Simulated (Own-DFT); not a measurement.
# Misfit strain and the stress it brings: wurtzite AlGaN with randomly placed atoms, 128 atoms (Al48Ga16N64)

No measurement is shown. These are fixed-geometry runs of a retired plane-wave code named Own-DFT, which no person has reviewed; spin and spin-orbit coupling are neglected.

Method: PBE; PseudoDojo norm-conserving scalar-relativistic files (stringent for Ga); cutoff 96 hartree; 3 x 3 x 3 k mesh centred on Gamma; Gaussian smearing of 0.01 eV.

Caveats: k mesh not checked against a denser one; stress not checked against mesh or cutoff.

Unstrained cell vectors in Å: (12.525, 0.000, 0.000); (-6.262, 10.847, 0.000); (0.000, 0.000, 10.066). The unstrained cell has measured lattice constants (interpolated for alloys), not those of this functional. That, the random moves and any unrelaxed bonds set the pressure at no strain. Each run strains x and y alike by e, as a substrate would, and holds the height along z. Each coordinate of each atom was shifted by a normal deviate of width 0.05 Å. The random placing of the alloy's atoms differs from row to row. Stress is positive in tension.

| e (%) | u (Å) | (s_xx + s_yy)/2 (GPa) | s_zz (GPa) |
|---|---|---|---|
| -2.50 | 0.049 | -22.40 | -10.88 |
| -1.50 | 0.048 | ? | ? |
| -1.25 | 0.049 | -14.22 | -8.79 |
| -0.75 | 0.051 | -11.13 | -7.40 |
| -0.50 | 0.050 | -10.02 | -6.31 |
| 0.75 | 0.047 | -1.74 | -5.82 |
| 1.75 | 0.045 | 3.61 | -5.04 |
| 2.00 | 0.051 | 3.76 | -3.88 |
| 2.50 | 0.051 | 6.17 | -3.48 |
| 3.00 | 0.050 | 7.98 | -1.16 |

## Working it out

With e as a fraction, the in-plane stress is -6.4 + 579 e - 2954 e² GPa (errors 11 and 655, scatter 0.52), and s_zz is -6.7 + 150 e GPa (slope ± 14, scatter 0.77). At e = 0 the first slope is C11 + C12 and the second 2 C13, both with the ions held to the strained lattice and at the cell's own pressure. The term in e² is negative: the layer stiffens under compression and softens under tension. A free layer would change its height as e changes, and the in-plane slope would drop by 2 C13²/C33 to the biaxial modulus. At fixed height, a misfit of 1 % moves the in-plane stress by about 5.8 GPa and s_zz by 1.5 GPa.

## Withheld run

Question: what are the two stresses at e = -1.50 %?

The fitted form gives -15.8 and -8.9 GPa. The calculation gave -16.15 and -7.68 GPa.
